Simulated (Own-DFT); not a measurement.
# Strain and stress in diamond-structure GeSn with randomly placed atoms, 64 atoms (Ge52Sn12)

All numbers below are calculated, not measured. The program, named Own-DFT, is a retired in-house plane-wave density functional code that no person has reviewed. Each row is one single-point run on a periodic cell that was not relaxed, without spin or spin-orbit coupling.

Settings of every run: PBE; PseudoDojo norm-conserving scalar-relativistic files; cutoff 49 hartree; 3 x 3 x 3 k mesh centred on Gamma; Fermi-Dirac smearing of 0.1 eV.

Known limits: forces on such cells moved up to 12 meV/angstrom on a denser k mesh; stress not checked against mesh or cutoff.

Unstrained cell vectors in Å: (11.628, 0.000, 0.000); (0.000, 11.628, 0.000); (0.000, 0.000, 11.628). The unstrained cell has measured lattice constants (interpolated for alloys), not those of this functional. That, the random moves and any unrelaxed bonds set the pressure at no strain. Each run strains this cell uniformly, with the atoms carried along. Every atom was also moved at random, by a Gaussian of width 0.05 Å on each axis. The random placing of the alloy's atoms differs from row to row. Strain is the symmetric tensor, in per cent. Stress is positive in tension, and the pressure is minus a third of its trace.

```
run  e_xx (%)  e_yy (%)  e_zz (%)  s_xx (GPa)  s_yy (GPa)  s_zz (GPa)  P (GPa)  E (meV/atom)
  1     -0.50     -0.50      0.00       -6.39       -6.28       -6.10     6.26          45.7
  2      2.25      2.25      0.00       -2.19       -1.98       -3.16     2.44           7.3
  3      2.75      2.75      0.00       -1.33       -1.43       -2.54     1.77           0.0
  4      0.75      0.75      0.00       -4.59       -4.54       -4.97     4.70          47.7
  5      3.00      3.00      0.00       -1.16       -1.19       -2.58     1.65           9.8
  6     -1.00     -1.00      0.00       -7.24       -7.09       -6.70     7.01          49.9
  7      0.50      0.50      0.00       -4.97       -4.97       -5.11     5.02          41.8
  8     -1.75     -1.75      0.00       -8.98       -8.76       -7.89     8.54          84.0
  9      1.75      1.75      0.00           ?           ?           ?        ?             ?
```

E is the free energy for each atom above the lowest run shown.

## Worked fit

The change of volume is close to e_xx + e_yy + e_zz. A straight line through the runs shown gives P = 5.76 - 71 x (fractional change of volume) GPa, with an error of 2 on the slope and a scatter of 0.19 GPa. The strain isn't the same on all axes, but the crystal is cubic, so the slope still estimates the bulk modulus, averaged over pressures from 1.6 to 8.5 GPa.

## Withheld run

Question: what pressure should run 9 give? Its volume changes by 3.53 %.

The line gives 3.3 GPa. The calculation gave 3.35 GPa.
